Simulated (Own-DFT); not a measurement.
# Energy and forces against displacement in diamond germanium, 16 atoms (Ge16)

Calculated results; nothing here was measured. They come from Own-DFT, an in-house plane-wave density functional program, since retired, whose code no person has reviewed. Each row is one single-point run on a periodic cell that was not relaxed, without spin or spin-orbit coupling.

Settings of every run: PBE; PseudoDojo norm-conserving scalar-relativistic files; cutoff 42 hartree; 5 x 5 x 5 k mesh centred on Gamma; Fermi-Dirac smearing of 0.1 eV.

Known limits: k mesh not checked against a denser one; stress not checked against mesh or cutoff.

Cell vectors in Å: (0.000, 5.658, 5.658); (5.658, 0.000, 5.658); (5.658, 5.658, 0.000). In each run every atom was moved at random and independently from its ideal site; u is the rms move along one axis. E is the free energy for each atom above the fitted value at u = 0, and F the rms of the force components.

```
run,u (Å),E (meV/atom),F (eV/Å),largest force (eV/Å),P (GPa)
1,0.0177,5.0,0.281,0.95,3.88
2,0.0187,6.0,0.304,0.82,3.89
3,0.0477,40.7,0.745,2.49,4.35
4,0.0494,?,?,?,?
5,0.0535,46.5,0.785,2.17,4.38
6,0.1010,167.2,1.432,4.38,5.98
7,0.1219,216.6,1.651,4.54,6.32
8,0.1346,419.2,2.948,9.72,9.36
```

## Worked fit

For small independent moves the energy grows as E = (3/2) K u², with K the mean stiffness felt by one atom. The runs with u up to 0.11 Å give K = 11.2 ± 0.3 eV/Å², with residuals divided by u² + 0.0006 Å², since the noise grows with the moves. The scatter is 2.0 meV/atom at u = 0.05 Å. The forces follow F = G u with G = 15.4 eV/Å²; no force at u = 0 is resolved. G exceeds K because the moves of its neighbours add to the force on an atom, and stiffness differs between atoms. The pressure follows P = 3.82 + 212 u² GPa: at fixed volume, shortened bonds push harder than stretched ones pull.

## Withheld run

Question: what energy and rms force should run 4 give?

The fit gives 41 ± 2 meV/atom and about 0.76 eV/Å. The calculation gave 38.9 meV/atom and 0.672 eV/Å.
